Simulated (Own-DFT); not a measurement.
AlN (wurtzite, atoms displaced) (calculated)

A calculation, not a measurement: plane-wave PBE density functional theory by an unreviewed code, no spin, of a simulated periodic cell, stress positive in tension, free energy of the whole cell less one offset for each atom, forces on such cells passed a denser k mesh, this cell's mesh not checked; offsets are fitted by least squares, one for each functional and potential file, so energies compare only between cells with the same atoms and settings and are not formation energies; the far tail of each file's local potential was reset to the Coulomb form; each entry is a single point on an unrelaxed cell, so the pressure reflects the starting lattice, mostly measured values (interpolated for alloys), from which strain is counted, and rises with the displacements; printed positions are rounded, which can move forces by about a meV/angstrom; the program, named Own-DFT, is a retired in-house code; no spin-orbit coupling. Program: Own-DFT development build.

Common to all runs: functional PBE; potential files PseudoDojo norm-conserving, scalar-relativistic, standard set; wave cutoff 42 hartree; occupations Fermi-Dirac; smearing width 0.1 eV; hardware one NVIDIA H100; k mesh 2 x 2 x 2 centred on Gamma.

(1) AlN (wurtzite, atoms displaced)

```
cell vectors (Å)
  12.4480     0.0000     0.0000
  -6.2240    10.7803     0.0000
   0.0000     0.0000     9.9640
atoms (fractions of the cell vectors)
Al  0.08453  0.16754  0.00116
Al  0.16421  0.08326  0.24976
N   0.08539  0.16744  0.19320
N   0.16754  0.08547  0.44218
Al  0.08253  0.16579  0.50255
Al  0.16473  0.08323  0.74939
N   0.08207  0.16944  0.69292
N   0.16460  0.08323  0.94093
Al  0.08645  0.41888  0.00252
Al  0.17021  0.33611  0.24873
N   0.08466  0.41734  0.19096
N   0.16624  0.33559  0.44226
Al  0.08550  0.41701  0.49980
Al  0.16470  0.33211  0.74949
N   0.08384  0.41661  0.68715
N   0.16569  0.33291  0.94318
Al  0.08308  0.66501  0.99967
Al  0.16895  0.58628  0.24745
N   0.08126  0.66647  0.18929
N   0.16758  0.58223  0.44197
Al  0.08300  0.66740  0.50269
Al  0.16229  0.58142  0.74830
N   0.08244  0.66718  0.68763
N   0.16471  0.58407  0.94137
Al  0.08355  0.91966  0.99995
Al  0.16597  0.83485  0.24955
N   0.08433  0.91471  0.19137
N   0.16837  0.83313  0.44407
Al  0.08304  0.91929  0.49845
Al  0.16632  0.83447  0.75237
N   0.08461  0.91740  0.69275
N   0.16461  0.83310  0.94247
Al  0.33495  0.16755  0.99746
Al  0.41901  0.08364  0.24952
N   0.33470  0.16780  0.19141
N   0.41715  0.08327  0.44078
Al  0.33622  0.16903  0.49846
Al  0.41858  0.08465  0.74963
N   0.33356  0.16731  0.68910
N   0.41597  0.08357  0.94235
Al  0.33284  0.41749  0.99842
Al  0.41691  0.33456  0.24831
N   0.33180  0.41591  0.19269
N   0.41649  0.33395  0.44132
Al  0.33281  0.41376  0.49919
Al  0.41755  0.33309  0.75104
N   0.33077  0.41626  0.69233
N   0.41689  0.33810  0.94053
Al  0.33382  0.66818  0.99755
Al  0.41794  0.58381  0.24919
N   0.33587  0.66864  0.19413
N   0.41701  0.58293  0.44044
Al  0.33296  0.66615  0.50229
Al  0.41617  0.58337  0.75107
N   0.33200  0.66391  0.69183
N   0.41923  0.58608  0.94110
Al  0.33703  0.91810  0.00028
Al  0.41709  0.83724  0.24934
N   0.33277  0.91692  0.18813
N   0.41737  0.83512  0.44343
Al  0.33513  0.92115  0.49649
Al  0.41701  0.83443  0.74922
N   0.33071  0.91425  0.69059
N   0.41601  0.83436  0.94080
Al  0.57861  0.16516  0.00075
Al  0.66619  0.08471  0.24803
N   0.58314  0.16854  0.19358
N   0.67086  0.08769  0.43922
Al  0.58135  0.16605  0.49958
Al  0.66398  0.08190  0.75394
N   0.58071  0.16616  0.69573
N   0.66494  0.08388  0.94110
Al  0.58043  0.41366  0.99661
Al  0.66657  0.33285  0.25255
N   0.58228  0.41650  0.19290
N   0.66739  0.33505  0.44352
Al  0.58605  0.41863  0.50158
Al  0.66495  0.33384  0.75369
N   0.58222  0.41372  0.68885
N   0.67072  0.33719  0.93943
Al  0.58440  0.67065  0.00113
Al  0.66454  0.58307  0.25008
N   0.58146  0.66652  0.19577
N   0.66881  0.58239  0.44078
Al  0.58465  0.66611  0.49752
Al  0.66401  0.58011  0.74747
N   0.58270  0.66327  0.68821
N   0.66883  0.58527  0.93917
Al  0.58042  0.91489  0.00188
Al  0.66868  0.83298  0.24832
N   0.58334  0.91638  0.18917
N   0.66817  0.83238  0.43814
Al  0.58401  0.91618  0.49916
Al  0.66755  0.83361  0.74606
N   0.58378  0.91427  0.69194
N   0.66850  0.83400  0.94116
Al  0.83240  0.16859  0.00071
Al  0.91720  0.08257  0.24966
N   0.83658  0.16832  0.18574
N   0.91577  0.08362  0.44347
Al  0.83549  0.16734  0.50220
Al  0.91631  0.08413  0.75322
N   0.83497  0.16789  0.69072
N   0.91607  0.08324  0.93794
Al  0.83436  0.42066  0.99972
Al  0.91741  0.33375  0.25034
N   0.83313  0.41483  0.19434
N   0.91730  0.33276  0.44241
Al  0.83443  0.41662  0.50149
Al  0.91879  0.32958  0.75007
N   0.83001  0.41676  0.68927
N   0.91642  0.33494  0.93759
Al  0.83330  0.66697  0.99754
Al  0.91327  0.58258  0.25063
N   0.83341  0.66488  0.19322
N   0.91762  0.58528  0.43925
Al  0.83473  0.66510  0.50363
Al  0.91661  0.58451  0.74795
N   0.83862  0.67081  0.69089
N   0.91517  0.58181  0.93987
Al  0.83598  0.91729  0.00014
Al  0.91695  0.83585  0.24932
N   0.83539  0.91749  0.18735
N   0.91951  0.83431  0.43756
Al  0.82978  0.91415  0.49894
Al  0.91563  0.83479  0.75111
N   0.83103  0.91313  0.69159
N   0.91874  0.83416  0.94150
```

| Item | Value |
| --- | --- |
| free energy of cell above offsets | -62.349 eV |
| pressure | 3.76 GPa |
| stress xx | -4.25 GPa |
| stress yy | -3.39 GPa |
| stress zz | -3.65 GPa |
| stress yz | 0.05 GPa |
| stress xz | -0.11 GPa |
| stress xy | 0.16 GPa |
| wall time | 369.3 s |

Force:
```tsv
element	x (eV/Å)	y (eV/Å)	z (eV/Å)
Al	-0.511	-0.12	0.015
Al	0.983	-0.054	0.193
N	-0.541	0.025	-0.394
N	0.111	-0.024	-0.171
Al	-0.163	0.564	-0.323
Al	0.253	0.211	-0.064
N	0.361	-0.861	-0.193
N	0.551	0.547	-0.085
Al	-0.788	-0.433	-0.345
Al	-0.805	-0.487	0.693
N	-0.026	0.161	0.082
N	0.688	-0.868	-0.409
Al	-0.584	0.153	-0.299
Al	0.114	0.681	0.263
N	-0.136	-0.137	0.783
N	0.16	0.233	-0.364
Al	-0.772	0.547	0.167
Al	-0.346	-0.267	0.673
N	0.273	0.052	0.294
N	-0.421	0.48	-0.289
Al	0.404	-0.176	-0.972
Al	0.455	0.279	0.029
N	0.064	0.024	1.019
N	0.808	-0.141	-0.333
Al	0.532	-0.694	0.146
Al	0.451	-0.782	0.339
N	-0.845	0.893	-0.162
N	-0.488	0.49	-0.735
Al	0.664	-0.433	0.435
Al	0.069	-0.308	-0.21
N	-0.639	0.125	-0.389
N	0.588	0.254	-0.015
Al	-0.79	0.067	0.575
Al	-0.886	0.019	0.013
N	-0.145	-0.292	-0.262
N	-0.1	0.494	-0.337
Al	-0.428	-0.211	0.093
Al	-0.895	-0.81	0.001
N	0.013	-0.122	0.497
N	-0.071	0.058	-0.419
Al	-0.244	0.357	0.395
Al	0.027	-0.259	0.448
N	0.608	0.55	-0.764
N	0.564	0.069	-0.239
Al	-0.444	0.75	0.349
Al	-0.734	0.149	-0.585
N	0.615	-0.152	0.013
N	0.367	-1.086	-0.112
Al	-0.146	-0.214	0.523
Al	-0.662	-0.199	0.585
N	-0.183	0.164	-0.91
N	0.081	-0.04	0.103
Al	0.126	-0.016	-0.406
Al	0.183	-0.182	-0.406
N	-0.279	0.568	0.336
N	-0.329	-0.249	0.205
Al	-1.314	-0.478	-0.287
Al	0.366	-0.739	0.491
N	0.145	0.326	0.532
N	0.116	0.022	-0.446
Al	-0.007	-1.183	0.929
Al	-0.206	-0.564	-0.233
N	0.394	0.829	0.048
N	0.329	-0.103	-0.206
Al	1.018	0.906	0.004
Al	0.762	0.059	0.093
N	0.236	-0.308	-0.618
N	-0.454	-0.796	0.233
Al	0.721	0.513	0.436
Al	0.47	0.304	-0.675
N	0.688	0.106	-0.759
N	-0.116	-0.252	0.547
Al	0.567	1.206	0.815
Al	-0.132	0.556	0.079
N	0.215	-0.049	-0.682
N	0.031	-0.516	-0.252
Al	-0.397	-0.448	-0.527
Al	0.777	-0.071	-0.816
N	-0.243	0.381	0.591
N	-0.91	-0.991	0.735
Al	0.589	-0.63	-0.023
Al	0.738	-0.047	0.016
N	0.603	0.239	-0.961
N	-0.247	0.358	0.198
Al	-0.251	-0.399	0.071
Al	0.585	0.65	0.254
N	-0.258	0.544	0.135
N	-0.66	-0.466	0.126
Al	0.734	0.378	-0.583
Al	-0.405	0.277	-0.021
N	0.053	0.263	0.507
N	-0.551	0.082	0.135
Al	-0.011	0.406	-0.083
Al	-0.021	-0.842	0.838
N	-0.37	0.563	-0.338
N	-0.372	0.295	-0.118
Al	0.313	-0.014	-0.746
Al	-0.176	0.498	0.214
N	-0.411	-0.38	1.005
N	0.337	-0.473	-0.493
Al	-0.338	0.225	-0.219
Al	-0.053	-0.442	-0.801
N	-0.503	-0.923	0.314
N	0.09	0.204	1.002
Al	0.53	-0.74	0.323
Al	0.258	-0.01	0.221
N	-0.304	0.207	-0.607
N	0.062	0.143	-0.242
Al	-0.023	0.158	-0.268
Al	-1.084	1.174	-0.279
N	0.739	-0.146	0.501
N	0.373	0.053	0.707
Al	0.269	-0.042	0.582
Al	0.818	0.014	0.04
N	-0.933	0.628	-0.747
N	0.211	-0.492	0.485
Al	-0.113	0.63	-0.829
Al	0.24	-0.481	0.258
N	-0.982	-0.666	0.211
N	0.162	0.756	-0.164
Al	-0.4	0.053	-0.575
Al	0.637	-0.919	-0.078
N	-0.316	0.022	0.535
N	-0.811	-0.127	0.592
Al	1.046	0.436	0.226
Al	0.707	-0.044	-0.018
N	0.078	0.969	-0.4
N	-0.349	-0.002	-0.016
```

(2) AlN (wurtzite, atoms displaced)

```
cell vectors (Å)
  12.4480     0.0000     0.0000
  -6.2240    10.7803     0.0000
   0.0000     0.0000     9.9640
atoms (fractions of the cell vectors)
Al  0.08761  0.16959  0.00024
Al  0.16605  0.08179  0.24785
N   0.08106  0.16457  0.19427
N   0.16680  0.08197  0.44293
Al  0.08298  0.16622  0.50213
Al  0.16533  0.07979  0.75231
N   0.08611  0.17144  0.69326
N   0.16743  0.08514  0.93959
Al  0.08360  0.41360  0.99964
Al  0.16786  0.33557  0.24811
N   0.08510  0.41682  0.18813
N   0.16551  0.33080  0.43763
Al  0.08504  0.41936  0.50145
Al  0.16731  0.33455  0.74795
N   0.08201  0.41660  0.69027
N   0.16388  0.32736  0.94220
Al  0.08343  0.66555  0.99825
Al  0.16857  0.58522  0.25098
N   0.08256  0.66593  0.19038
N   0.16345  0.58126  0.43975
Al  0.08368  0.66710  0.49597
Al  0.16742  0.58350  0.75004
N   0.08644  0.66750  0.69273
N   0.16604  0.58519  0.93990
Al  0.08314  0.91867  0.99860
Al  0.16726  0.83236  0.25094
N   0.08570  0.91841  0.19219
N   0.16529  0.83265  0.44010
Al  0.08294  0.91568  0.49734
Al  0.16762  0.83215  0.75282
N   0.08319  0.91683  0.68829
N   0.16835  0.83167  0.94143
Al  0.33228  0.16590  0.99947
Al  0.41791  0.08377  0.24956
N   0.33742  0.16822  0.19288
N   0.41609  0.08273  0.44093
Al  0.33081  0.16658  0.49792
Al  0.41478  0.08357  0.75080
N   0.33053  0.16414  0.69121
N   0.41747  0.08439  0.94000
Al  0.33343  0.41633  0.99622
Al  0.41859  0.33324  0.24931
N   0.33480  0.41799  0.18602
N   0.41617  0.33277  0.44087
Al  0.33308  0.41952  0.50241
Al  0.41557  0.33256  0.74833
N   0.33803  0.42006  0.69184
N   0.41450  0.33071  0.94551
Al  0.33396  0.66767  0.00296
Al  0.41794  0.58308  0.25165
N   0.33192  0.66336  0.19220
N   0.41519  0.58287  0.44263
Al  0.33154  0.66323  0.49960
Al  0.41889  0.58569  0.75108
N   0.33297  0.66874  0.69353
N   0.41641  0.58541  0.94204
Al  0.33474  0.91553  0.99773
Al  0.41432  0.82981  0.24990
N   0.33196  0.91724  0.19035
N   0.41481  0.83138  0.43959
Al  0.33367  0.91591  0.50251
Al  0.41627  0.83448  0.75240
N   0.33419  0.91341  0.68972
N   0.41590  0.83513  0.94436
Al  0.58043  0.16687  0.00013
Al  0.66765  0.08421  0.25093
N   0.58111  0.16588  0.19112
N   0.66596  0.08237  0.44223
Al  0.58410  0.16764  0.49701
Al  0.66785  0.08409  0.75186
N   0.58515  0.16867  0.69258
N   0.66775  0.08324  0.94346
Al  0.58405  0.41682  0.00108
Al  0.66515  0.33186  0.25170
N   0.58587  0.42139  0.19396
N   0.66915  0.33229  0.44648
Al  0.58445  0.41833  0.49988
Al  0.67096  0.33396  0.74727
N   0.58191  0.41723  0.69187
N   0.66544  0.33301  0.93959
Al  0.58351  0.66714  0.00017
Al  0.66760  0.58625  0.25150
N   0.58115  0.66679  0.19498
N   0.66553  0.58317  0.43669
Al  0.58395  0.66676  0.49713
Al  0.66681  0.58287  0.75380
N   0.58184  0.66601  0.69322
N   0.66564  0.58398  0.93991
Al  0.58256  0.91488  0.99914
Al  0.66671  0.83099  0.24722
N   0.58371  0.91815  0.19060
N   0.66533  0.83166  0.44361
Al  0.58204  0.91510  0.49996
Al  0.66888  0.83171  0.74911
N   0.58183  0.91769  0.69072
N   0.66586  0.83395  0.94188
Al  0.83576  0.16920  0.99466
Al  0.91565  0.08188  0.24954
N   0.83143  0.16742  0.18855
N   0.91462  0.08267  0.44191
Al  0.83545  0.16865  0.49935
Al  0.91624  0.08358  0.74836
N   0.83023  0.16613  0.69315
N   0.91321  0.08228  0.94500
Al  0.83278  0.41644  0.00174
Al  0.92227  0.33719  0.25151
N   0.83211  0.41813  0.19212
N   0.91773  0.33315  0.44056
Al  0.83342  0.41879  0.50438
Al  0.91493  0.33141  0.75132
N   0.83314  0.41642  0.68741
N   0.91611  0.33302  0.94085
Al  0.83020  0.66399  0.00133
Al  0.91485  0.58260  0.25073
N   0.83109  0.66504  0.19243
N   0.91375  0.58263  0.44200
Al  0.83692  0.66715  0.49846
Al  0.91228  0.57981  0.74961
N   0.83338  0.66668  0.69153
N   0.91419  0.58138  0.93959
Al  0.83143  0.91917  0.00254
Al  0.91678  0.83267  0.25103
N   0.83221  0.91608  0.19466
N   0.91863  0.83518  0.44462
Al  0.83258  0.91708  0.50034
Al  0.92076  0.83600  0.74713
N   0.83552  0.91755  0.69420
N   0.91828  0.83271  0.94424
```

| Item | Value |
| --- | --- |
| free energy of cell above offsets | -62.294 eV |
| pressure | 3.75 GPa |
| stress xx | -3.49 GPa |
| stress yy | -4.63 GPa |
| stress zz | -3.11 GPa |
| stress yz | 0.07 GPa |
| stress xz | 0.32 GPa |
| stress xy | -0.09 GPa |
| wall time | 368.7 s |

Force:
```tsv
element	x (eV/Å)	y (eV/Å)	z (eV/Å)
Al	-0.978	-1.549	0.569
Al	0.278	0.685	0.715
N	0.46	0.466	-0.644
N	-0.578	0.078	-0.521
Al	0.092	-0.12	-0.398
Al	-0.256	0.746	-0.713
N	-0.07	-1.122	-0.247
N	0.055	-0.461	0.402
Al	-0.343	0.715	-0.27
Al	0.471	-0.543	0.035
N	-0.117	0.44	0.277
N	-0.049	0.799	0.732
Al	-0.061	-1.029	-0.337
Al	0.16	0.312	0.425
N	0.272	0.01	0.291
N	0.081	1.743	-0.767
Al	-0.552	0.012	0.175
Al	-0.422	-0.598	-0.475
N	-0.056	-0.064	0.199
N	0.486	0.43	0.048
Al	-0.267	-0.046	0.988
Al	-0.183	0.085	0.166
N	-0.938	-0.472	-0.634
N	0.796	-0.828	0.313
Al	0.609	-0.516	0.477
Al	-0.151	0.279	-0.399
N	-0.314	-0.654	-0.318
N	0.366	-0.005	0.1
Al	0.332	0.393	0.36
Al	-0.159	0.051	-0.533
N	0.646	-0.112	0.377
N	-0.659	0.532	0.029
Al	0.415	-0.035	0.453
Al	-0.243	-0.524	0.333
N	-0.815	-0.385	-0.482
N	-0.023	0.05	0.122
Al	0.655	-0.087	0.31
Al	0.774	-0.014	-0.487
N	-0.012	0.364	-0.098
N	-0.479	-0.494	0.075
Al	-0.105	0.163	0.412
Al	-0.484	0.389	0.046
N	-0.002	-0.186	0.641
N	-0.133	0.441	0.128
Al	0.424	-0.926	-0.493
Al	0.412	-0.283	0.524
N	-0.912	-0.336	0.16
N	0.315	0.564	-0.962
Al	-0.399	-0.183	-0.431
Al	-0.466	-0.511	-0.158
N	0.157	0.421	0.024
N	0.267	0.067	-0.272
Al	-0.368	0.861	0.454
Al	-0.521	0.125	0.097
N	0.481	-0.513	-0.489
N	0.213	-0.286	-0.12
Al	-0.785	0.637	0.766
Al	0.064	0.88	-0.133
N	0.508	-0.313	-0.071
N	0.061	-0.241	0.177
Al	-0.093	0.069	-0.626
Al	0.546	-0.201	-0.062
N	-0.822	0.819	0.544
N	0.743	-0.647	-0.478
Al	0.933	-0.06	-0.096
Al	-0.125	-0.095	-0.227
N	0.394	0.366	0.043
N	0.243	0.148	-0.198
Al	-0.084	-0.64	0.926
Al	-0.804	-0.392	0.064
N	-0.274	-0.48	-0.337
N	-0.51	0.058	-0.34
Al	-0.272	-0.13	0.053
Al	0.147	0.359	0.159
N	0.201	-0.67	-0.411
N	-0.716	0.57	-0.864
Al	-0.103	-0.387	0.09
Al	-1.32	-0.258	0.348
N	0.583	-0.01	-0.07
N	0.31	0.248	0.13
Al	-0.265	-0.014	0.215
Al	-0.136	-0.4	-0.289
N	0.549	-0.071	-0.83
N	0.485	0.317	1.021
Al	-0.087	-0.232	0.775
Al	-0.205	0.1	-0.896
N	0.693	0.13	-0.56
N	-0.005	-0.203	0.697
Al	-0.174	0.796	0.37
Al	-0.794	0.816	0.792
N	0.075	-0.684	0.156
N	0.196	0.26	-0.52
Al	-0.2	0.193	0.061
Al	-0.864	0.456	0.119
N	0.674	-0.347	0.307
N	0.355	-0.393	-0.137
Al	-0.695	-0.576	1.189
Al	-0.593	0.533	0.09
N	0.726	0.393	0.305
N	0.429	0.077	0.095
Al	-0.607	-0.384	0.15
Al	0.072	0.293	0.68
N	0.892	0.231	-0.441
N	1.183	0.469	-0.871
Al	-0.127	-0.168	0.013
Al	-0.925	-0.808	-0.387
N	0.493	-0.392	0.032
N	-0.157	0.634	0.345
Al	0.611	-0.573	-1.235
Al	0.085	0.392	-0.249
N	0.511	0.051	0.99
N	0.104	0.574	-0.195
Al	0.48	0.557	-0.165
Al	0.175	0.051	-0.116
N	0.252	0.547	-0.118
N	0.891	0.077	-0.279
Al	-1.299	0.14	0.5
Al	0.842	0.922	0.036
N	-0.132	0.035	-0.228
N	0.092	0.118	0.245
Al	0.739	-0.593	-0.119
Al	0.123	0.232	-0.083
N	0.34	-0.253	-0.366
N	-0.448	-0.453	-0.638
Al	0.023	-0.121	0.163
Al	-0.4	-0.766	0.823
N	-0.128	-0.041	-0.58
N	-0.774	0.115	-0.465
```
